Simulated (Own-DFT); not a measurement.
# What a defect does to the pressure of its cell: C40 NbSi2

No measurement is shown. These are fixed-geometry runs of a retired plane-wave code named Own-DFT, which no person has reviewed; spin and spin-orbit coupling are neglected.

All runs used: PBE; PseudoDojo norm-conserving scalar-relativistic files; cutoff 42 hartree; 4 x 4 x 5 k mesh centred on Gamma; cold (Marzari-Vanderbilt) smearing of 0.2 eV.

Limits: forces on such cells failed a check on a denser k mesh; stress not checked against mesh or cutoff.

All runs share one cell, with vectors in Å (0.000, 8.324, 0.000); (-9.613, 0.000, 0.000); (0.000, 0.000, 6.586) and a volume of 527.0 Å³. u is the rms random offset of the atoms per axis. The defect's site can differ from row to row.

| cell | formula | u (Å) | P (GPa) |
|---|---|---|---|
| no defect | Nb12Si24 | 0.0184 | 1.46 |
| no defect | Nb12Si24 | 0.0416 | 2.22 |
| no defect | Nb12Si24 | 0.0498 | 2.80 |
| two Nb on a Si site each | Nb14Si22 | 0.0295 | 7.62 |
| two Nb on a Si site each | Nb14Si22 | 0.0537 | 8.82 |
| two Nb on a Si site each | Nb14Si22 | 0.0583 | 8.72 |
| two Si on a Nb site each | Nb10Si26 | 0.0343 | 1.97 |
| two Si on a Nb site each | Nb10Si26 | 0.0449 | 2.24 |
| two Si on a Nb site each | Nb10Si26 | 0.0451 | 2.06 |
| two Nb vacancies | Nb10Si24 | 0.0298 | -0.12 |
| two Nb vacancies | Nb10Si24 | 0.0485 | 0.54 |
| two Nb vacancies | Nb10Si24 | 0.0535 | 1.28 |
| one Si vacancy | Nb12Si23 | 0.0301 | ? |
| one Si vacancy | Nb12Si23 | 0.0321 | 1.10 |
| one Si vacancy | Nb12Si23 | 0.0460 | 1.73 |
| one Si vacancy | Nb12Si23 | 0.0468 | 1.52 |

## Worked fit

P = P0 + c u² + a shift for each defect gives P0 = 1.34 GPa, c = 537 ± 61 GPa/Å² and a scatter of 0.19 GPa. The shifts, and each times the cell's volume:

- two Nb on a Si site each: 5.77 ± 0.16 GPa, 19.0 eV (9.5 eV for each of its 2 sites)
- two Si on a Nb site each: -0.19 ± 0.15 GPa, -0.6 eV (-0.3 eV for each of its 2 sites) (not resolved)
- one Si vacancy: -0.85 ± 0.15 GPa, -2.8 eV
- two Nb vacancies: -1.87 ± 0.16 GPa, -6.1 eV (-3.1 eV for each of its 2 sites)

Against the defect-free cell, a freed cell would be larger where the shift is positive and smaller where it is negative (160.2 GPa Å³ is 1 eV). The atoms around the defects weren't relaxed, which would change these numbers.

## Check

The question: what pressure belongs in the blank (one Si vacancy, u = 0.0301 Å)?

The fit gives 0.98 ± 0.22 GPa. The hidden result is 1.06 GPa.
